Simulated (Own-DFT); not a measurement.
# Two functionals across a range of volumes: L1_0 TiAl, 32 atoms (Al16Ti16)

The numbers are computed, not measured, by runs of the plane-wave DFT program Own-DFT (in-house, retired, unreviewed) at fixed positions, with no spin and no spin-orbit coupling.

Limits: forces on such cells failed a check on a denser k mesh; stress not checked against mesh or cutoff.

Each geometry was run with PBE and with PBEsol, otherwise alike: PseudoDojo norm-conserving scalar-relativistic files made for PBE; cutoff 42 hartree; 4 x 4 x 4 k mesh centred on Gamma; cold (Marzari-Vanderbilt) smearing of 0.2 eV. Unstrained cell vectors in Å: (5.622, 5.621, 0.000); (-5.622, 5.621, 0.000); (0.000, 0.000, 8.133). Each has a uniform strain, of which the change of volume is shown, and random moves of rms u per axis.

```
run,volume change (%),u (Å),P with PBE (GPa),P with PBEsol (GPa)
1,0.04,0.0496,1.98,-0.87
2,-1.31,0.0469,3.36,0.46
3,-0.10,0.0426,1.72,-1.13
4,0.41,0.0484,1.35,-1.48
5,2.86,0.0491,-1.47,-4.20
6,-0.30,0.0508,2.21,-0.65
7,-2.14,0.0450,4.30,1.36
8,2.02,0.0556,-0.08,-2.84
9,-0.91,0.0591,3.35,0.46
10,0.02,0.0523,2.03,-0.82
11,-2.93,0.0485,5.69,2.71
12,-0.40,0.0434,2.25,?
```

Question: by how much does PBEsol shrink this cell, and what belongs in the blank?

## Worked answer

Write v for the change of volume as a fraction. Fitted to v and u², the PBE pressure has a slope of -121 ± 3 GPa in v, with the ions held to the strained lattice. The difference PBEsol less PBE is -2.85 + 4.3 v GPa (slope ± 0.1) and averages -2.86 GPa. Divided by the mean slope of the two, 118 GPa, that makes PBEsol's volume at a given pressure, near 1 GPa, about 2.4 % smaller, or 0.80 % in lengths. At one volume PBEsol's slope is the smaller by 4 GPa, but its pressure there is lower too. If stiffness rises by about 4 GPa for each GPa, PBEsol at equal pressure is stiffer by about 7 GPa. Files made for PBEsol would give a different shift.

For run 12 the line gives -0.61 GPa. The calculation gave -0.61 GPa.
